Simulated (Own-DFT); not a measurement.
SiC (4H silicon carbide, atoms displaced) (calculated)

Computed with Own-DFT development build. A calculation, not a measurement: plane-wave PBE density functional theory by an unreviewed code, no spin, of a simulated periodic cell, stress positive in tension, free energy of the whole cell less one offset for each atom, forces on such cells passed a denser k mesh, this cell's mesh not checked; offsets are fitted by least squares, one for each functional and potential file, so energies compare only between cells with the same atoms and settings and are not formation energies; the far tail of each file's local potential was reset to the Coulomb form; each entry is a single point on an unrelaxed cell, so the pressure reflects the starting lattice, mostly measured values (interpolated for alloys), from which strain is counted, and rises with the displacements; printed positions are rounded, which can move forces by about a meV/angstrom; the program, named Own-DFT, is a retired in-house code; no spin-orbit coupling.

Common to all runs: functional PBE; potential files PseudoDojo norm-conserving, scalar-relativistic, standard set; wave cutoff 42 hartree; occupations Fermi-Dirac; smearing width 0.1 eV; hardware one NVIDIA H100; k mesh 4 x 4 x 3 centred on Gamma.

(1) SiC (4H silicon carbide, atoms displaced)

```
CELL_PARAMETERS angstrom
9.24810 0.00000 0.00000
-4.62410 8.00910 0.00000
0.00000 0.00000 10.06810
ATOMIC_POSITIONS crystal
Si 0.99339 0.99653 0.40879
Si 0.11258 0.22042 0.15385
C 0.99808 0.99873 0.09039
C 0.10752 0.21753 0.34707
Si 0.00088 0.33822 0.40476
Si 0.11315 0.55421 0.15410
C 0.00685 0.34060 0.09133
C 0.11502 0.55665 0.34433
Si 0.00184 0.66414 0.40535
Si 0.11358 0.89172 0.15446
C 0.00000 0.66434 0.09152
C 0.10201 0.88247 0.34354
Si 0.33208 0.00340 0.40614
Si 0.44607 0.22839 0.16446
C 0.33505 0.00077 0.09809
C 0.44557 0.22514 0.34013
Si 0.33336 0.33718 0.40202
Si 0.44211 0.54900 0.16005
C 0.33218 0.33378 0.09378
C 0.44402 0.55032 0.34347
Si 0.33353 0.66757 0.41009
Si 0.44315 0.88743 0.15893
C 0.32854 0.66149 0.09416
C 0.44208 0.88916 0.34721
Si 0.66196 0.99668 0.41007
Si 0.77093 0.22311 0.15568
C 0.66133 0.00283 0.09144
C 0.78041 0.22788 0.34344
Si 0.66016 0.32815 0.41020
Si 0.77509 0.55494 0.15368
C 0.66570 0.33372 0.09467
C 0.77421 0.55417 0.34338
Si 0.66022 0.66115 0.40562
Si 0.77467 0.88393 0.15815
C 0.67227 0.66597 0.09741
C 0.77846 0.89392 0.34281
Si 0.99635 0.00004 0.90676
Si 0.88084 0.76971 0.65708
C 0.00269 0.00122 0.59523
C 0.88313 0.77397 0.83747
Si 0.00027 0.66906 0.90332
Si 0.88529 0.44518 0.65816
C 0.99524 0.66637 0.59644
C 0.88525 0.44231 0.84125
Si 0.99981 0.33337 0.90192
Si 0.88663 0.11175 0.65580
C 0.00355 0.33619 0.59612
C 0.88698 0.11106 0.84285
Si 0.66890 0.00112 0.90588
Si 0.55695 0.78503 0.65420
C 0.66929 0.00416 0.59058
C 0.55978 0.78231 0.84056
Si 0.66119 0.66168 0.90666
Si 0.55429 0.44468 0.65791
C 0.66430 0.66903 0.59827
C 0.55545 0.44612 0.85010
Si 0.66986 0.34001 0.90622
Si 0.55150 0.11012 0.65329
C 0.67014 0.34172 0.59953
C 0.55206 0.11107 0.84643
Si 0.33482 0.99201 0.90140
Si 0.22205 0.77634 0.65336
C 0.33281 0.00619 0.59487
C 0.22538 0.77758 0.84007
Si 0.32958 0.66107 0.90338
Si 0.21804 0.43880 0.65709
C 0.33215 0.66434 0.59036
C 0.21807 0.44393 0.84073
Si 0.32986 0.32816 0.90687
Si 0.22298 0.10758 0.65361
C 0.33674 0.33789 0.59486
C 0.21949 0.10509 0.84639
```

- free energy of cell above offsets: -10.791 eV
- pressure: 3.73 GPa
- stress xx: -3.55 GPa
- stress yy: -2.93 GPa
- stress zz: -4.7 GPa
- stress yz: -0.46 GPa
- stress xz: -0.19 GPa
- stress xy: -0.38 GPa
- wall time: 357.4 s

Force:
| element | x (eV/Å) | y (eV/Å) | z (eV/Å) |
| --- | --- | --- | --- |
| Si | 0.814 | 0.209 | -0.081 |
| Si | -1.095 | 0.07 | 0.601 |
| C | -0.134 | -0.059 | 0.687 |
| C | 0.09 | 0.737 | -0.755 |
| Si | 0.429 | -0.864 | 0.447 |
| Si | -0.857 | 0.415 | 0.419 |
| C | -0.723 | -1.903 | -0.062 |
| C | -0.195 | 0.104 | -0.254 |
| Si | -1.158 | -0.188 | 0.207 |
| Si | -0.236 | -0.832 | 0.087 |
| C | -0.149 | 0.499 | 0.042 |
| C | 0.759 | 1.135 | 0.188 |
| Si | -0.631 | -0.7 | -0.419 |
| Si | 0.366 | -1.101 | -3.194 |
| C | -0.124 | 0.232 | -0.705 |
| C | -0.488 | -0.435 | 2.454 |
| Si | -0.168 | -1.478 | 1.372 |
| Si | -0.209 | 1.241 | -1.173 |
| C | 0.453 | -0.42 | 0.183 |
| C | -1.043 | 1.26 | 0.222 |
| Si | 0.197 | -0.305 | -1.291 |
| Si | -0.289 | -0.131 | -0.519 |
| C | 1.311 | 0.841 | -0.252 |
| C | 0.177 | -0.06 | 0.06 |
| Si | 0.526 | 1.196 | -1.741 |
| Si | 1.643 | 0.276 | 0.008 |
| C | 1.233 | -0.774 | 0.673 |
| C | -0.587 | -1.043 | 0.585 |
| Si | 0.874 | 1.523 | -0.478 |
| Si | 1.529 | -0.195 | 0.896 |
| C | -0.566 | 0.362 | -0.367 |
| C | 0.441 | -0.28 | 0.337 |
| Si | 1.081 | 1.144 | 0.481 |
| Si | -0.308 | 1.394 | -0.586 |
| C | -2.039 | -0.092 | -0.965 |
| C | -0.72 | -1.408 | 0.708 |
| Si | 0.455 | -0.698 | -0.905 |
| Si | 0.333 | 1.722 | -0.728 |
| C | -0.885 | -0.767 | -0.067 |
| C | 0.221 | 0.312 | 2.026 |
| Si | -0.044 | -0.355 | 0.059 |
| Si | 1.262 | 0.229 | -0.394 |
| C | 0.974 | -0.146 | -0.81 |
| C | 0.498 | 0.635 | 0.743 |
| Si | -0.543 | 0.02 | 0.801 |
| Si | 1.04 | 0.253 | -0.091 |
| C | -1.296 | -0.488 | -0.718 |
| C | 0.171 | 0.188 | 0.106 |
| Si | -0.981 | 0.083 | 0.026 |
| Si | 0.13 | -1.022 | 0.304 |
| C | -0.719 | -0.122 | 0.839 |
| C | -0.681 | -0.858 | 0.78 |
| Si | 0.358 | 1.421 | 0.133 |
| Si | -0.389 | 0.677 | 0.63 |
| C | -0.34 | -0.524 | -1.338 |
| C | -0.562 | -0.829 | -1.023 |
| Si | -0.338 | -1.486 | 0.401 |
| Si | 0.588 | 0.994 | 1.266 |
| C | -0.562 | -1.781 | -1.157 |
| C | 1.057 | 0.465 | -0.998 |
| Si | -1.071 | 1.316 | 1.738 |
| Si | -0.469 | 0.096 | -0.04 |
| C | 1.134 | -1.436 | -1.065 |
| C | -0.38 | -0.887 | 0.151 |
| Si | 0.59 | 1.033 | 0.418 |
| Si | 0.609 | 1.007 | -0.463 |
| C | 0.02 | 0.346 | 1.204 |
| C | 1.023 | -0.511 | 0.526 |
| Si | 0.038 | 0.176 | -0.247 |
| Si | -1.449 | 1.35 | 1.184 |
| C | -0.083 | -1.04 | -0.562 |
| C | 0.087 | 0.254 | -0.545 |

(2) SiC (4H silicon carbide, atoms displaced)

```
CELL_PARAMETERS angstrom
9.24810 0.00000 0.00000
-4.62410 8.00910 0.00000
0.00000 0.00000 10.06810
ATOMIC_POSITIONS crystal
Si 0.99556 0.00518 0.40788
Si 0.12160 0.22648 0.15819
C 0.00308 0.00177 0.09298
C 0.11345 0.22335 0.34419
Si 0.99899 0.33582 0.40011
Si 0.11098 0.55757 0.15672
C 0.99836 0.32991 0.09147
C 0.11084 0.55261 0.34798
Si 0.99999 0.66371 0.40773
Si 0.11703 0.88829 0.15266
C 0.00347 0.67110 0.09652
C 0.11162 0.88834 0.34313
Si 0.33088 0.99985 0.40676
Si 0.44167 0.21397 0.16009
C 0.33275 0.99873 0.09697
C 0.44047 0.22022 0.34733
Si 0.33366 0.33810 0.41077
Si 0.44290 0.55116 0.15245
C 0.33641 0.33504 0.09405
C 0.44773 0.55332 0.34151
Si 0.33484 0.67077 0.40827
Si 0.44855 0.88789 0.15082
C 0.33635 0.67518 0.09200
C 0.44152 0.89000 0.34406
Si 0.66671 0.99592 0.40596
Si 0.78552 0.22363 0.16213
C 0.66442 0.99665 0.08847
C 0.78065 0.22524 0.34306
Si 0.66935 0.32939 0.40414
Si 0.77765 0.55423 0.15743
C 0.66900 0.34018 0.08831
C 0.77975 0.55715 0.34581
Si 0.66835 0.66426 0.40651
Si 0.78052 0.89026 0.15361
C 0.67293 0.66491 0.09546
C 0.78007 0.89104 0.34348
Si 0.00376 0.00039 0.90922
Si 0.88871 0.77640 0.65834
C 0.98849 0.99391 0.59468
C 0.88949 0.77462 0.84236
Si 0.99785 0.66246 0.90325
Si 0.88919 0.43977 0.65731
C 0.99526 0.66682 0.59141
C 0.88984 0.45214 0.84214
Si 0.00068 0.33823 0.90450
Si 0.88690 0.10286 0.65248
C 0.99555 0.33328 0.59710
C 0.89087 0.10918 0.84460
Si 0.67068 0.00097 0.90756
Si 0.54927 0.77105 0.65753
C 0.66813 0.00607 0.59069
C 0.55386 0.77798 0.84292
Si 0.66929 0.67028 0.90491
Si 0.55589 0.44295 0.65594
C 0.67404 0.66658 0.59028
C 0.55157 0.44288 0.84059
Si 0.66943 0.33286 0.90856
Si 0.55614 0.10664 0.65599
C 0.67228 0.33238 0.59726
C 0.55478 0.10387 0.84480
Si 0.32924 0.99747 0.91019
Si 0.22354 0.77896 0.65677
C 0.33159 0.00300 0.59259
C 0.22033 0.76989 0.83656
Si 0.33012 0.66850 0.90626
Si 0.22640 0.44567 0.65545
C 0.33512 0.66861 0.59082
C 0.22028 0.43936 0.84326
Si 0.33683 0.34097 0.90675
Si 0.21600 0.11282 0.65224
C 0.32828 0.33056 0.59404
C 0.22463 0.11200 0.84250
```

- free energy of cell above offsets: -10.495 eV
- pressure: 3.83 GPa
- stress xx: -3.48 GPa
- stress yy: -2.77 GPa
- stress zz: -5.24 GPa
- stress yz: -0.24 GPa
- stress xz: 0.31 GPa
- stress xy: -0.03 GPa
- wall time: 383.2 s

Force:
| element | x (eV/Å) | y (eV/Å) | z (eV/Å) |
| --- | --- | --- | --- |
| Si | 1.663 | -1.122 | -0.574 |
| Si | -1.393 | -0.774 | -0.65 |
| C | 0.472 | 0.079 | 0.519 |
| C | -0.449 | 0.447 | 0.294 |
| Si | 0.848 | -0.551 | 1.947 |
| Si | 0.336 | -0.21 | 0.056 |
| C | 0.893 | 1.024 | 0.606 |
| C | 0.114 | 0.984 | -0.961 |
| Si | -0.342 | 0.898 | -0.356 |
| Si | -1.643 | 0.176 | 1.545 |
| C | -0.03 | -1.068 | -1.131 |
| C | -0.645 | 0.076 | 0.208 |
| Si | -0.128 | -0.208 | -0.001 |
| Si | 0.18 | 1.914 | -0.443 |
| C | 0.837 | -0.091 | -0.951 |
| C | 0.61 | 0.502 | -0.162 |
| Si | 0.434 | -0.652 | -1.006 |
| Si | 0.429 | 1.492 | 0.624 |
| C | 0.408 | -0.581 | -0.304 |
| C | -0.924 | 0.77 | 0.475 |
| Si | 0.548 | -0.668 | -1.148 |
| Si | -0.679 | 0.757 | 1.534 |
| C | 0.224 | -2.155 | 0.003 |
| C | 0.886 | 0.074 | -0.507 |
| Si | -0.738 | 0.496 | -0.249 |
| Si | -1.464 | -0.366 | -2.207 |
| C | 0.799 | 0.872 | 1.567 |
| C | 0.1 | -1.161 | 0.221 |
| Si | -1.27 | 0.839 | 1.026 |
| Si | 0.541 | 0.48 | 0.179 |
| C | 0.543 | -1.69 | 2.099 |
| C | 0.267 | -0.967 | -0.467 |
| Si | -0.13 | 0.527 | -0.526 |
| Si | 0.076 | -0.311 | 0.336 |
| C | -1.452 | 0.528 | -0.723 |
| C | -0.464 | -0.54 | -0.319 |
| Si | -0.234 | 0.113 | -0.939 |
| Si | 0.148 | -0.276 | -0.515 |
| C | 1.812 | 0.469 | -0.691 |
| C | -0.165 | 0.78 | 0.669 |
| Si | 0.16 | 1.304 | 0.799 |
| Si | -0.721 | 1.342 | -0.28 |
| C | 1.379 | -0.278 | 0.808 |
| C | 0.489 | -1.957 | 0.434 |
| Si | 0.039 | -1.151 | -0.209 |
| Si | -1.498 | 1.817 | 1.439 |
| C | 1.866 | -0.62 | -1.204 |
| C | -0.23 | 0.345 | -0.256 |
| Si | -0.144 | -0.193 | -1.212 |
| Si | 1.302 | 1.346 | -0.735 |
| C | 0.498 | -1.954 | 0.247 |
| C | 0.235 | -0.187 | 0.483 |
| Si | -0.059 | -0.876 | 0.133 |
| Si | 0.429 | -0.143 | -0.407 |
| C | -1.806 | -0.444 | 0.886 |
| C | 0.915 | 0.625 | 0.836 |
| Si | -0.856 | -0.332 | -1.602 |
| Si | -0.988 | 0.893 | 0.323 |
| C | -1.175 | -0.531 | -0.846 |
| C | -0.46 | 0.852 | 0.313 |
| Si | 0.75 | 0.127 | -1.401 |
| Si | -0.82 | -0.009 | -1.488 |
| C | 0.223 | -0.361 | 0.35 |
| C | -0.9 | 1.152 | 1.989 |
| Si | 1.036 | -0.726 | -0.456 |
| Si | -1.505 | -0.245 | 0.063 |
| C | -0.268 | -0.485 | 0.722 |
| C | -0.321 | 1.466 | 0.217 |
| Si | 0.279 | -1.663 | -0.249 |
| Si | 0.732 | -0.995 | 0.974 |
| C | 0.697 | 0.819 | -0.089 |
| C | -0.299 | 0.16 | 0.344 |

(3) SiC (4H silicon carbide, atoms displaced)

```
CELL_PARAMETERS angstrom
9.24810 0.00000 0.00000
-4.62410 8.00910 0.00000
0.00000 0.00000 10.06810
ATOMIC_POSITIONS crystal
Si 0.99914 0.99613 0.40989
Si 0.10740 0.22146 0.15764
C 0.00720 0.00405 0.09142
C 0.10831 0.22467 0.34308
Si 0.99226 0.32768 0.41069
Si 0.11756 0.56391 0.16055
C 0.99491 0.33161 0.09257
C 0.10536 0.55272 0.34014
Si 0.99272 0.65937 0.39886
Si 0.10709 0.88966 0.14937
C 0.99967 0.66943 0.09062
C 0.11311 0.88841 0.34066
Si 0.32935 0.00127 0.40890
Si 0.44407 0.21735 0.15621
C 0.33521 0.00390 0.09579
C 0.43934 0.21959 0.34197
Si 0.33125 0.33291 0.40585
Si 0.44035 0.55489 0.15454
C 0.33802 0.33884 0.09380
C 0.44796 0.55444 0.34713
Si 0.33246 0.66724 0.40170
Si 0.44525 0.88787 0.15213
C 0.32757 0.65650 0.09114
C 0.44091 0.88663 0.34426
Si 0.67076 0.00391 0.41241
Si 0.77569 0.22697 0.15437
C 0.66583 0.00120 0.09524
C 0.76921 0.21704 0.33919
Si 0.66433 0.33367 0.40970
Si 0.77783 0.55813 0.15977
C 0.66382 0.33471 0.09332
C 0.78076 0.55361 0.34723
Si 0.66476 0.66941 0.40903
Si 0.78341 0.89537 0.15772
C 0.66305 0.66943 0.09279
C 0.77418 0.88603 0.34521
Si 0.99799 0.99543 0.90395
Si 0.89204 0.77672 0.65577
C 0.00137 0.99910 0.59558
C 0.88569 0.77290 0.84017
Si 0.00819 0.67094 0.90340
Si 0.88855 0.44227 0.65647
C 0.99200 0.65944 0.59371
C 0.88797 0.44649 0.84511
Si 0.99561 0.32732 0.90754
Si 0.88354 0.10804 0.65815
C 0.00088 0.33147 0.59441
C 0.88893 0.11315 0.84100
Si 0.66497 0.99448 0.90548
Si 0.55804 0.77777 0.65493
C 0.66869 0.99993 0.59252
C 0.54748 0.77271 0.84489
Si 0.67098 0.66784 0.90762
Si 0.56106 0.44931 0.65636
C 0.66746 0.66916 0.59454
C 0.55351 0.44402 0.83848
Si 0.66557 0.33405 0.90043
Si 0.56257 0.11253 0.65444
C 0.65944 0.33217 0.59714
C 0.55355 0.11120 0.84389
Si 0.33186 0.99889 0.91194
Si 0.21549 0.77589 0.65681
C 0.33582 0.00111 0.59687
C 0.22227 0.78210 0.84541
Si 0.33057 0.66487 0.90698
Si 0.22361 0.44838 0.65146
C 0.32779 0.65931 0.59137
C 0.22793 0.45116 0.85059
Si 0.33837 0.33446 0.90795
Si 0.21511 0.10509 0.65907
C 0.33482 0.33533 0.59783
C 0.22144 0.11822 0.84429
```

- free energy of cell above offsets: -10.580 eV
- pressure: 3.67 GPa
- stress xx: -2.5 GPa
- stress yy: -3.63 GPa
- stress zz: -4.88 GPa
- stress yz: -0.02 GPa
- stress xz: 0.31 GPa
- stress xy: -0.39 GPa
- wall time: 366.1 s

Force:
| element | x (eV/Å) | y (eV/Å) | z (eV/Å) |
| --- | --- | --- | --- |
| Si | 0.012 | 0.439 | -1.069 |
| Si | 0.481 | 1.013 | -0.663 |
| C | -1.541 | -0.286 | -0.148 |
| C | 0.171 | -0.836 | 0.761 |
| Si | 0.114 | 0.545 | -1.574 |
| Si | -1.282 | -1.812 | -1.711 |
| C | 0.393 | 0.498 | 0.59 |
| C | 0.741 | -0.261 | 1.393 |
| Si | 1.391 | 1.764 | 1.502 |
| Si | 1.301 | -0.02 | 1.428 |
| C | 0.245 | -0.163 | 0.365 |
| C | -1.054 | -0.469 | 0.283 |
| Si | 0.888 | -0.505 | -0.407 |
| Si | -0.687 | 1.692 | 0.197 |
| C | -0.015 | -1.455 | -0.508 |
| C | 0.416 | 0.451 | 0.77 |
| Si | 0.073 | -0.136 | 0.566 |
| Si | 1.163 | 0.058 | 0.8 |
| C | -0.188 | -1.503 | 0.302 |
| C | -1.069 | 0.166 | -0.914 |
| Si | -0.092 | -0.443 | 0.698 |
| Si | -0.235 | -0.345 | 1.118 |
| C | -0.127 | 2.201 | 0.548 |
| C | 0.409 | 0.727 | 0.03 |
| Si | -0.981 | -1.136 | -2.369 |
| Si | 0.178 | -0.582 | -0.26 |
| C | 0.523 | 0.113 | -0.632 |
| C | 0.437 | 0.876 | 1.67 |
| Si | -0.278 | -0.754 | -0.697 |
| Si | -0.381 | -0.351 | -0.978 |
| C | 0.167 | 0.328 | -0.392 |
| C | -2.128 | -0.157 | -0.535 |
| Si | 0.823 | -0.596 | -0.419 |
| Si | -0.547 | -0.709 | -0.316 |
| C | 0.936 | 0.287 | 0.599 |
| C | 0.558 | 0.879 | 0.301 |
| Si | -0.128 | 0.92 | -0.175 |
| Si | -0.857 | -0.192 | -0.325 |
| C | -0.844 | -0.393 | -0.108 |
| C | 0.654 | 0.844 | 0.737 |
| Si | -1.521 | -1.155 | 0.517 |
| Si | -0.396 | -0.243 | 0.359 |
| C | 0.747 | 0.735 | -0.786 |
| C | 0.743 | -0.273 | -0.351 |
| Si | 0.4 | 1.72 | -0.194 |
| Si | 1.346 | 0.567 | -0.414 |
| C | -0.773 | -0.272 | 0.173 |
| C | -0.015 | -1.351 | 0.754 |
| Si | -0.597 | 0.782 | 0.216 |
| Si | -1.291 | -0.682 | 0.457 |
| C | -0.174 | -0.1 | 0.767 |
| C | 1.348 | 0.74 | -0.345 |
| Si | -1.171 | -0.773 | -0.462 |
| Si | -1.556 | -0.593 | -0.155 |
| C | 0.576 | 0.126 | -0.122 |
| C | 0.717 | 0.578 | 1.34 |
| Si | -0.084 | 0.115 | 1.017 |
| Si | -1.771 | -0.464 | 0.93 |
| C | 1.823 | 0.139 | -0.82 |
| C | 0.637 | -0.438 | 0.01 |
| Si | -0.219 | 1.15 | -1.383 |
| Si | 1.064 | 0.029 | -0.52 |
| C | -0.457 | -0.462 | -0.316 |
| C | 0.763 | -0.24 | -0.22 |
| Si | -0.295 | 0.244 | -0.214 |
| Si | 0.613 | -1.273 | 1.918 |
| C | -0.09 | 2.228 | -0.226 |
| C | -0.802 | -1.806 | -1.56 |
| Si | -1.157 | 0.665 | -0.309 |
| Si | 1.425 | 1.843 | -0.137 |
| C | -0.052 | -0.594 | -0.945 |
| C | 0.58 | -1.637 | 0.563 |

(4) SiC (4H silicon carbide, atoms displaced)

```
CELL_PARAMETERS angstrom
9.24810 0.00000 0.00000
-4.62410 8.00910 0.00000
0.00000 0.00000 10.06810
ATOMIC_POSITIONS crystal
Si 0.99711 0.99826 0.41136
Si 0.11000 0.22235 0.15603
C 0.99554 0.99918 0.09509
C 0.10408 0.21916 0.34388
Si 0.99711 0.32723 0.40636
Si 0.11092 0.55627 0.15281
C 0.99907 0.32834 0.09547
C 0.11338 0.55558 0.35297
Si 0.99933 0.67031 0.40667
Si 0.11434 0.89653 0.15556
C 0.99155 0.66939 0.09110
C 0.11607 0.89062 0.34402
Si 0.33634 0.00004 0.40350
Si 0.43816 0.22302 0.15191
C 0.33525 0.00075 0.09143
C 0.44529 0.21808 0.34875
Si 0.33308 0.33449 0.40589
Si 0.44374 0.55933 0.15611
C 0.33635 0.33514 0.09096
C 0.44485 0.55820 0.34409
Si 0.33359 0.66732 0.40540
Si 0.43783 0.88678 0.15270
C 0.33334 0.67082 0.09245
C 0.44378 0.88986 0.34182
Si 0.66716 0.99908 0.40635
Si 0.77749 0.22145 0.15494
C 0.66197 0.99416 0.09713
C 0.77964 0.21590 0.34252
Si 0.66497 0.33539 0.40320
Si 0.77655 0.55375 0.15927
C 0.66941 0.33145 0.09327
C 0.77603 0.55454 0.34743
Si 0.66818 0.67679 0.41164
Si 0.77252 0.88429 0.15350
C 0.67237 0.67205 0.09146
C 0.77971 0.88831 0.34672
Si 0.99887 0.99860 0.91019
Si 0.89610 0.78165 0.65524
C 0.99537 0.99639 0.59574
C 0.88715 0.78292 0.84190
Si 0.99861 0.67020 0.90778
Si 0.88999 0.44121 0.65661
C 0.99607 0.66228 0.59928
C 0.87814 0.44203 0.84948
Si 0.99952 0.33407 0.90360
Si 0.88554 0.11081 0.65045
C 0.99989 0.33521 0.59158
C 0.88754 0.11059 0.84615
Si 0.67431 0.00454 0.91166
Si 0.55277 0.77543 0.65839
C 0.66511 0.99970 0.59874
C 0.55626 0.77906 0.84196
Si 0.66727 0.67136 0.91000
Si 0.55684 0.44845 0.65609
C 0.66011 0.66217 0.59221
C 0.55882 0.44730 0.84211
Si 0.66617 0.32936 0.90751
Si 0.56182 0.11170 0.65838
C 0.66898 0.33310 0.59510
C 0.55380 0.10517 0.84014
Si 0.33612 0.99740 0.90717
Si 0.21560 0.77502 0.65480
C 0.32652 0.00612 0.59600
C 0.22336 0.77769 0.84269
Si 0.33303 0.66409 0.90360
Si 0.22293 0.44692 0.65023
C 0.33532 0.66968 0.59418
C 0.21843 0.43805 0.84604
Si 0.32947 0.33039 0.90721
Si 0.22556 0.11593 0.66007
C 0.33364 0.33749 0.59733
C 0.22012 0.10536 0.84474
```

- free energy of cell above offsets: -10.704 eV
- pressure: 3.71 GPa
- stress xx: -3.42 GPa
- stress yy: -3.54 GPa
- stress zz: -4.17 GPa
- stress yz: 0.35 GPa
- stress xz: 0.13 GPa
- stress xy: 0.02 GPa
- wall time: 369.7 s

Force:
| element | x (eV/Å) | y (eV/Å) | z (eV/Å) |
| --- | --- | --- | --- |
| Si | 0.915 | 0.259 | -0.957 |
| Si | 0.154 | -0.27 | 0.192 |
| C | 0.447 | 0.439 | 0.128 |
| C | 1.557 | 0.073 | 0.23 |
| Si | -0.45 | 1.22 | -0.305 |
| Si | -0.702 | -0.118 | 1.028 |
| C | -0.401 | 1.075 | -0.756 |
| C | -0.921 | -0.273 | -1.716 |
| Si | 0.725 | -0.786 | 0.311 |
| Si | -0.359 | -1.274 | 0.131 |
| C | 1.739 | 0.19 | 1.008 |
| C | -0.969 | 0.108 | -0.018 |
| Si | -0.538 | -0.106 | 1.477 |
| Si | 2.041 | -0.101 | 1.238 |
| C | -0.805 | 0.24 | 0.196 |
| C | -1.154 | 1.056 | -1.65 |
| Si | -0.001 | -0.426 | 0.324 |
| Si | 0.585 | 0.035 | -0.109 |
| C | -1.167 | 0.251 | 0.754 |
| C | 0.289 | -0.152 | -0.132 |
| Si | -0.049 | 0.311 | 0.323 |
| Si | 0.92 | 0.56 | 0.936 |
| C | 0.003 | -0.98 | -0.358 |
| C | 0.51 | -0.359 | 0.169 |
| Si | -0.382 | -0.177 | 0.178 |
| Si | 0.319 | -0.636 | 0.563 |
| C | -0.127 | 0.738 | -0.427 |
| C | -1.232 | 0.989 | 0.189 |
| Si | 1.237 | -0.829 | 1.074 |
| Si | -0.319 | 0.188 | -0.344 |
| C | -1.178 | 0.042 | 0.421 |
| C | -0.336 | 0.874 | -0.429 |
| Si | 0.399 | -2.038 | -1.021 |
| Si | 0.509 | 0.981 | 1.338 |
| C | -0.824 | -1.585 | 0.992 |
| C | -0.488 | 0.381 | -0.659 |
| Si | -0.103 | 0.415 | -0.965 |
| Si | -1.671 | -1.173 | 0.729 |
| C | 0.524 | 1.3 | -0.262 |
| C | 0.553 | -0.534 | 0.526 |
| Si | -0.211 | -0.342 | -0.875 |
| Si | -1.16 | 0.19 | 0.674 |
| C | 0.097 | 0.394 | -1.222 |
| C | 2.44 | 0.827 | -1.142 |
| Si | -0.606 | -0.274 | 0.708 |
| Si | 0.574 | 0 | 1.722 |
| C | 0.445 | -0.662 | 0.328 |
| C | 0.651 | 0.458 | -0.681 |
| Si | -1.226 | -1.094 | -1.049 |
| Si | 0.407 | 0.395 | -0.17 |
| C | 0.246 | -0.614 | -1.568 |
| C | -0.054 | 0.015 | 1.169 |
| Si | 0.293 | -0.729 | -1.72 |
| Si | 0.533 | -0.95 | 0.244 |
| C | 0.829 | 1.503 | 0.727 |
| C | -0.561 | -0.39 | 1.109 |
| Si | -1.42 | -0.153 | -0.455 |
| Si | -2.019 | 0.054 | -0.736 |
| C | -0.361 | 0.057 | -0.561 |
| C | 0.392 | 0.749 | 1.777 |
| Si | -0.476 | 0.075 | -1.068 |
| Si | 0.789 | 1.214 | 0.274 |
| C | 2.323 | -1.221 | -0.783 |
| C | -0.38 | -0.654 | 0.442 |
| Si | -0.117 | 0.193 | -0.083 |
| Si | -0.13 | -0.12 | 1.369 |
| C | -0.579 | -0.03 | -0.284 |
| C | -0.139 | 1.022 | -0.922 |
| Si | 1.008 | 0.122 | -1.111 |
| Si | -1.063 | -0.192 | -0.357 |
| C | 0.216 | -0.403 | -0.93 |
| C | 0.009 | 0.649 | 0.826 |
